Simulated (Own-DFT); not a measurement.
# Computed records: Si3N4 (beta silicon nitride, strained, atoms displaced)

All values are calculated (Own-DFT development build). A calculation, not a measurement: plane-wave PBE density functional theory by an unreviewed code, no spin, of a simulated periodic cell, stress positive in tension, free energy of the whole cell less one offset for each atom, forces on such cells moved up to 12 meV/angstrom on a denser k mesh; offsets are fitted by least squares, one for each functional and potential file, so energies compare only between cells with the same atoms and settings and are not formation energies; the far tail of each file's local potential was reset to the Coulomb form; each entry is a single point on an unrelaxed cell, so the pressure reflects the starting lattice, mostly measured values (interpolated for alloys), from which strain is counted, and rises with the displacements; printed positions are rounded, which can move forces by about a meV/angstrom; the program, named Own-DFT, is a retired in-house code; no spin-orbit coupling; before rounding, a Quantum ESPRESSO 7.3.1 run of the same cell and cutoff gave forces within 1 meV/angstrom rms on each cell, which checks the program and not the settings.

Common to all runs: functional PBE; potential files PseudoDojo norm-conserving, scalar-relativistic, standard set; wave cutoff 42 hartree; occupations Fermi-Dirac; smearing width 0.1 eV; k mesh 2 x 2 x 4 centred on Gamma.

(1) Si3N4 (beta silicon nitride, strained, atoms displaced)

```xyz
112
Lattice="15.1862 0.0103 -0.1729 -7.5842 13.0996 0.1392 -0.0661 0.0233 5.9016" Properties=species:S:1:pos:R:3 Si3N4
Si    -1.5901     5.1032     0.8214
Si     0.1218     2.6697     0.8524
Si     1.3671     5.4408     0.6939
Si     5.3662     1.5644     2.1207
Si     3.6060     3.9501     2.1243
Si     2.4487     1.1816     2.2886
N      2.3905     0.1013     0.6688
N      6.1826     2.0165     0.7108
N      2.8551     4.3926     0.7262
N      1.3719     6.2663     2.2184
N     -2.4588     4.5681     2.2208
N      1.0675     2.1968     2.2032
N     -0.0154     4.2464     0.8017
N      3.8111     2.1410     2.2739
Si    -1.6524     5.0212     3.7276
Si     0.2300     2.6217     3.6989
Si     1.3234     5.4160     3.6042
Si     5.3412     1.4981     5.1396
Si     3.5525     3.9733     5.1118
Si     2.5387     1.1818     5.1263
N      2.2999     0.1900     3.5331
N      6.1685     2.0796     3.5935
N      2.7396     4.4557     3.6592
N      1.3741     6.4318     5.0910
N     -2.5720     4.5721     5.1907
N      1.0537     2.0683     5.1350
N     -0.0786     4.3599     3.7020
N      3.8090     2.2035     5.1028
Si    -5.4252    11.6283     0.8845
Si    -3.5581     9.2998     0.8442
Si    -2.4914    11.9476     0.8406
Si     1.4820     8.1833     2.1686
Si    -0.2323    10.4611     2.1883
Si    -1.3421     7.7298     2.2989
N     -1.3031     6.8214     0.7212
N      2.4540     8.5415     0.8516
N     -1.1152    10.9298     0.7751
N     -2.2982    12.8497     2.3624
N     -6.2410    11.2326     2.2552
N     -2.7084     8.7203     2.2576
N     -3.7344    10.8412     0.8625
N     -0.0167     8.7243     2.2529
Si    -5.4849    11.5558     3.6984
Si    -3.6072     9.2080     3.6606
Si    -2.5584    11.9096     3.8111
Si     1.5344     8.1010     5.1745
Si    -0.2429    10.4721     5.1610
Si    -1.4013     7.6669     5.2806
N     -1.2951     6.7460     3.7626
N      2.3907     8.5941     3.5935
N     -1.0543    10.8770     3.7254
N     -2.4139    12.8814     5.2401
N     -6.2250    11.0696     5.3251
N     -2.9547     8.7884     5.1926
N     -3.8277    10.9116     3.7627
N     -0.0240     8.7357     5.1508
Si     5.9932     5.0920     0.6573
Si     7.8179     2.6575     0.6413
Si     9.0617     5.4365     0.6784
Si    13.0460     1.6145     2.0798
Si    11.1230     3.8737     2.0813
Si     9.8723     1.1949     2.1173
N      9.8953     0.2882     0.6209
N     13.7723     1.9312     0.5613
N     10.3687     4.3429     0.6076
N      8.9011     6.3546     2.1195
N      5.2231     4.5421     2.1640
N      8.5606     2.0609     2.1783
N      7.5394     4.3324     0.6408
N     11.3427     2.1391     2.1108
Si     6.0079     4.9690     3.6620
Si     7.7601     2.6591     3.5908
Si     8.9624     5.4756     3.6348
Si    12.9690     1.4637     5.0172
Si    11.0774     3.8955     5.0224
Si     9.9221     1.0755     5.1633
N      9.9828     0.2433     3.5430
N     13.7787     1.9800     3.5519
N     10.3945     4.4537     3.6325
N      8.9901     6.4758     5.0958
N      5.1341     4.5661     5.1595
N      8.5320     2.1757     5.0500
N      7.6104     4.3635     3.6996
N     11.2831     2.2135     4.9965
Si     2.1168    11.5980     0.7411
Si     4.0520     9.2320     0.6999
Si     5.0950    12.0560     0.7660
Si     9.1360     8.0162     2.1702
Si     7.3229    10.3742     2.1948
Si     6.2367     7.7638     2.2333
N      6.2585     6.7438     0.6030
N     10.0323     8.6192     0.6786
N      6.5695    11.0443     0.7051
N      5.1688    12.8790     2.1407
N      1.3337    11.1828     2.3292
N      4.7308     8.7587     2.1720
N      3.8764    10.9279     0.7452
N      7.5977     8.6262     2.1784
Si     2.1605    11.6973     3.6742
Si     3.9803     9.1623     3.7311
Si     5.1269    11.9528     3.6406
Si     9.1107     8.0881     5.1746
Si     7.2517    10.5011     5.0265
Si     6.1731     7.7340     5.1740
N      6.2299     6.8242     3.7283
N      9.9368     8.4415     3.6567
N      6.4342    10.8883     3.7077
N      5.1567    12.9971     5.1203
N      1.3014    11.1183     5.1995
N      4.7555     8.8302     5.1484
N      3.8291    10.9347     3.6955
N      7.5928     8.7407     5.1472
```

- free energy of cell above offsets: -6.447 eV
- pressure: 6.6 GPa
- stress xx: -8.21 GPa
- stress yy: -10.66 GPa
- stress zz: -0.93 GPa
- stress yz: 2.84 GPa
- stress xz: -4.23 GPa
- stress xy: -0.98 GPa

Force:
```csv
element,x (eV/Å),y (eV/Å),z (eV/Å)
Si,-0.613,-2.08,-2.03
Si,3.037,-4.569,-2.894
Si,0.38,-1.309,0.083
Si,1.192,-2.247,1.919
Si,0.185,-1.545,3.107
Si,-0.866,-0.553,-4.906
N,1.67,6.096,0.59
N,0.586,-0.647,-1.344
N,-1.959,1.269,-2.306
N,-0.165,3.762,-3.185
N,0.199,0.708,0.543
N,-1.186,0.227,0.681
N,-0.381,6.616,-0.781
N,-0.871,2.767,-0.915
Si,-0.605,0.007,0.783
Si,0.379,0.28,1.082
Si,-0.763,-0.778,2.759
Si,1.905,0.869,-1.475
Si,-0.649,-1.199,0.112
Si,-4.137,-3.18,0.171
N,0.783,-1.481,4.809
N,-0.945,-1.174,1.129
N,1.278,-0.894,-0.738
N,-0.039,-2.805,1.079
N,3.344,2.015,0.901
N,-1.753,1.614,1.03
N,1.249,-0.617,0.245
N,0.447,1.826,0.286
Si,1.37,-3.711,-2.969
Si,0.279,-6.087,-2.106
Si,1.349,1.205,0.802
Si,4.346,-3.41,1.664
Si,-1.688,0.739,1.849
Si,-0.865,-1.792,0.154
N,-0.422,-3.438,5.486
N,-0.652,-0.156,-3.739
N,2.952,-1.218,-0.926
N,-0.866,1.494,-1.355
N,-3.402,-2.734,2.014
N,-1.248,0.082,0.187
N,-3.284,6.284,0.346
N,-1.523,2.43,-0.499
Si,1.359,0.586,3.782
Si,-1.334,-1.014,2.257
Si,4.188,1.326,-1.17
Si,1.794,1.462,-0.68
Si,-2.576,-0.94,0.793
Si,-1.623,4.458,-5.612
N,-1.146,0.039,-0.436
N,-1.362,-1.08,2.478
N,-0.801,0.725,-0.715
N,-0.564,0.369,0.557
N,-1.131,0.548,-2.896
N,3.384,-2.218,1.126
N,-3.185,-1.109,-0.529
N,-0.988,0.857,0.781
Si,0.731,-1.693,1.221
Si,-0.634,-0.203,-0.067
Si,-2.864,-0.694,-1.48
Si,-3.514,-2.585,-0.382
Si,0.576,-0.587,1.094
Si,5.387,-2.167,0.35
N,-0.395,-4.8,4.255
N,1.225,0.679,1.233
N,-0.589,0.621,0.564
N,0.714,-1.537,0.3
N,-0.217,0.995,-0.035
N,-3.934,3.501,-1.341
N,2.495,1.621,0.465
N,0.46,1.264,-0.313
Si,-0.115,1.649,0.364
Si,0.197,0.05,0.847
Si,-0.066,-0.49,0.412
Si,-2.17,4.893,-1.112
Si,0.812,-1.416,1.533
Si,1.091,5.05,-6.746
N,-0.603,0.263,1.897
N,1.239,0.308,0.106
N,-2.012,0.971,-3.464
N,-0.155,-5.157,0.737
N,0.306,0.728,-1.685
N,0.411,-0.865,1.234
N,0.445,0.982,-0.681
N,0.971,-1.875,0.694
Si,2.481,-0.247,1.655
Si,-1.267,0.8,1.022
Si,2.486,-2.01,-3.527
Si,3.419,1.685,-0.489
Si,0.132,1.769,-1.929
Si,-3.72,-2.957,-0.731
N,-0.756,1.006,3.879
N,-1.183,-1.535,1.923
N,0.442,-1.324,-0.24
N,0.578,3.464,3.922
N,-0.505,-0.277,-3.66
N,3.232,-1.783,1.588
N,-4.255,0.795,-0.313
N,-0.038,4.564,-0.111
Si,2.052,-2.534,2.155
Si,-0.931,2.464,-3.256
Si,-0.591,2.386,0.194
Si,2.644,3.203,-0.832
Si,3.589,-1.321,6.337
Si,0.55,1.354,-1.575
N,-0.965,-2.036,-1.758
N,1.294,1.149,-1.731
N,1.178,-0.089,-4.319
N,-0.577,-5.355,-0.091
N,1.666,1.465,-0.721
N,1.934,-2.305,1.193
N,-3.363,-0.561,0.151
N,-3.376,2.046,-0.116
```

(2) Si3N4 (beta silicon nitride, strained, atoms displaced)

```xyz
112
Lattice="15.2746 0.0532 0.2133 -7.5912 13.2788 0.0097 0.0816 0.0514 5.9109" Properties=species:S:1:pos:R:3 Si3N4
Si    -1.6000     5.0657     0.7331
Si     0.1891     2.7236     0.7210
Si     1.3690     5.5080     0.7707
Si     5.5176     1.6427     2.2861
Si     3.6456     3.9691     2.3746
Si     2.5249     1.1165     2.2992
N      2.3429     0.1912     0.8561
N      6.3404     2.0336     0.8205
N      2.7859     4.4932     0.7863
N      1.4657     6.5091     2.2773
N     -2.4159     4.7191     2.2368
N      1.0297     2.2775     2.1944
N      0.0066     4.4240     0.8048
N      3.8328     2.2437     2.2801
Si    -1.5180     5.1450     3.8167
Si     0.3355     2.7649     3.6957
Si     1.4990     5.4884     3.7854
Si     5.5154     1.6335     5.2407
Si     3.6263     3.9798     5.2215
Si     2.4729     1.1916     5.1628
N      2.5057     0.2862     3.6556
N      6.2327     2.1092     3.8107
N      2.8268     4.5324     3.7719
N      1.5009     6.5363     5.2003
N     -2.3075     4.7895     5.2469
N      1.1229     2.1806     5.1505
N      0.1442     4.4878     3.7516
N      3.8306     2.2235     5.2375
Si    -5.3737    11.7286     0.7128
Si    -3.4718     9.2373     0.7513
Si    -2.3622    12.1580     0.8655
Si     1.6261     8.3150     2.3613
Si    -0.1279    10.6158     2.2744
Si    -1.2672     7.7369     2.2996
N     -1.3131     6.7428     0.7838
N      2.4161     8.6823     0.8080
N     -1.0404    11.0868     0.7800
N     -2.3359    13.1079     2.2917
N     -6.1853    11.3776     2.2661
N     -2.6895     8.8498     2.2849
N     -3.7265    11.1647     0.7398
N      0.0973     8.9129     2.3062
Si    -5.3199    11.8564     3.7488
Si    -3.5152     9.4095     3.6560
Si    -2.3783    12.1570     3.7948
Si     1.7669     8.1446     5.2710
Si    -0.1420    10.6577     5.1965
Si    -1.3437     7.8492     5.1730
N     -1.2657     6.8825     3.7304
N      2.5702     8.6477     3.7477
N     -0.9780    11.1689     3.7045
N     -2.2111    13.1101     5.3299
N     -6.1510    11.2991     5.2802
N     -2.6273     8.8994     5.2480
N     -3.6666    11.1155     3.7168
N      0.0767     8.8390     5.2315
Si     6.0623     5.0930     0.7839
Si     7.8756     2.7321     0.9325
Si     9.0206     5.5286     0.8361
Si    13.1144     1.5552     2.4316
Si    11.2628     3.9783     2.4090
Si    10.0879     1.1316     2.3619
N     10.0895     0.2320     0.8764
N     13.8748     2.0462     0.9778
N     10.4273     4.5040     0.9087
N      9.0536     6.4462     2.3533
N      5.2278     4.7622     2.3603
N      8.6081     2.2608     2.2307
N      7.6187     4.3558     0.7617
N     11.5364     2.2583     2.3990
Si     6.1884     5.1978     3.8053
Si     7.8380     2.6633     3.7481
Si     9.0842     5.4861     3.8811
Si    13.1555     1.5695     5.3378
Si    11.3479     4.0920     5.2970
Si    10.1870     1.2485     5.2606
N     10.1551     0.2528     3.8952
N     13.9621     2.0285     4.0094
N     10.5251     4.6181     3.8386
N      9.0202     6.4993     5.2526
N      5.3146     4.7215     5.3746
N      8.6548     2.2214     5.3560
N      7.6679     4.4116     3.8122
N     11.5093     2.3085     5.3356
Si     2.3616    11.7655     0.8946
Si     4.1591     9.3259     0.7656
Si     5.2340    12.1755     0.8941
Si     9.3268     8.2496     2.5030
Si     7.5105    10.6672     2.4216
Si     6.2762     7.8751     2.4265
N      6.3116     6.8631     0.8889
N     10.0560     8.8112     1.0399
N      6.6308    11.0850     0.9380
N      5.2143    13.1180     2.2758
N      1.5313    11.3680     2.3655
N      4.8050     8.9353     2.3767
N      3.7496    11.1017     0.9228
N      7.6500     9.0027     2.3365
Si     2.2528    11.9002     3.8307
Si     4.1776     9.4691     3.7653
Si     5.3785    12.0414     3.8923
Si     9.2934     8.2984     5.3518
Si     7.5025    10.6988     5.4512
Si     6.2913     7.8367     5.2201
N      6.2779     6.8469     3.7933
N     10.1554     8.8074     3.8029
N      6.6237    11.2264     3.9165
N      5.3328    13.2033     5.3981
N      1.6009    11.2567     5.3138
N      4.9468     8.9450     5.2910
N      3.9201    11.1165     3.8392
N      7.6965     8.9723     5.4140
```

- free energy of cell above offsets: -7.551 eV
- pressure: 0.86 GPa
- stress xx: -3.09 GPa
- stress yy: -1.29 GPa
- stress zz: 1.8 GPa
- stress yz: 1.15 GPa
- stress xz: 3.87 GPa
- stress xy: 2.75 GPa

Force:
```csv
element,x (eV/Å),y (eV/Å),z (eV/Å)
Si,1.6,0.697,3.638
Si,0.85,-0.995,0.524
Si,0.519,1.077,1.486
Si,-2.226,-1.806,-0.271
Si,0.057,0.786,-2.931
Si,-1.62,3.959,-4.957
N,0.229,0.297,-2.727
N,-2.547,-0.787,-0.011
N,0.679,-0.675,0.823
N,-0.231,-0.788,0.277
N,-0.19,-0.7,1.342
N,1.464,-1.373,0.595
N,-0.085,-0.017,-0.805
N,1.238,0.291,0.209
Si,1.388,0.249,-3.78
Si,-1.142,-0.813,-0.256
Si,-1.668,4.145,-1.622
Si,-1.437,-1.69,2.503
Si,1.178,0.438,1.898
Si,0.842,-0.702,2.39
N,-0.434,-2.894,4.806
N,0.669,-0.348,-1.942
N,2.505,-1.967,0.767
N,-0.113,-4.032,0.431
N,-3.198,-1.865,-2.006
N,-1.771,1.368,0.326
N,-2.44,-0.852,0.431
N,1.821,1.036,-0.175
Si,1.86,0.943,3.279
Si,-2.308,3.489,2.16
Si,-0.188,0.101,-0.342
Si,2.797,-2.806,-1.551
Si,-0.093,1.035,-0.656
Si,0.576,1.365,-2.669
N,-0.632,3.187,-0.237
N,2.2,0.127,0.313
N,2.198,-0.88,0.899
N,0.302,1.683,1.343
N,-0.614,-0.507,0.503
N,0.558,-0.967,-1.29
N,-1.352,-3.153,0.141
N,-2.873,0.227,-0.033
Si,0.002,-2.027,-0.76
Si,0.814,0.012,1.557
Si,1.968,2.3,0.196
Si,-1.107,4.042,-0.8
Si,1.44,-1.405,0.865
Si,3.619,-1.527,1.718
N,-0.982,-1.238,1.347
N,0.49,0.455,1.675
N,1.472,-0.831,0.975
N,-0.335,1.817,-2.433
N,-0.454,0.512,-3.236
N,-2.302,0.295,-2.962
N,-3.243,-0.285,0.287
N,0.42,1.611,-0.15
Si,0.589,1.385,4.056
Si,-1.483,0.279,-6.173
Si,-1.124,-0.944,1.242
Si,0.009,-0.169,0.591
Si,1.26,0.49,-1.216
Si,1.044,1.716,-1.018
N,-0.236,0.298,-0.308
N,0.677,0.248,-1.542
N,0.751,-0.173,-0.58
N,0.208,1.281,0.852
N,0.162,-0.658,-0.061
N,4.143,-3.017,6.413
N,1.371,3.843,0.734
N,-2.35,-0.043,0.291
Si,-3.11,-3.273,0.144
Si,1.56,1.298,2.633
Si,-1.571,0.414,-2.309
Si,-1.614,1.461,3.467
Si,-0.314,-1.279,1.72
Si,-1.825,0.938,2.881
N,-0.61,1.721,-2.047
N,1.825,1.126,-4.296
N,0.824,-1.15,1.101
N,0.914,1.7,1.261
N,-2.516,-1.006,-4.737
N,1.613,-0.89,-3.04
N,2.142,0.431,-0.261
N,1.404,1.375,-0.321
Si,-6.154,2.001,-1.163
Si,-5.097,2.015,4.223
Si,-1.305,-0.994,0.088
Si,-2.815,-1.393,-3.591
Si,-0.159,1.459,0.4
Si,0.012,0.401,-3.618
N,-0.65,0.853,-0.643
N,1.108,-1.184,-2.74
N,-1.03,1.132,1.388
N,1.106,0.002,3.79
N,-2.398,-0.395,-0.09
N,3.965,-2.313,-3.487
N,9.093,-3.127,-0.716
N,0.696,-2.854,1.549
Si,1.461,-3.86,1.012
Si,-4.123,-0.598,2.461
Si,-9.615,8.166,-0.868
Si,0.445,0.131,1.016
Si,0.427,-0.703,-1.954
Si,1.506,0.227,3.359
N,0.29,3.091,0.974
N,0.207,-0.453,4.118
N,9.879,-6.094,0.428
N,0.03,-3.223,-1.824
N,-2.231,0.864,-0.303
N,1.855,-1.312,-3.28
N,-0.201,1.978,0.267
N,-0.212,-0.831,-1.373
```
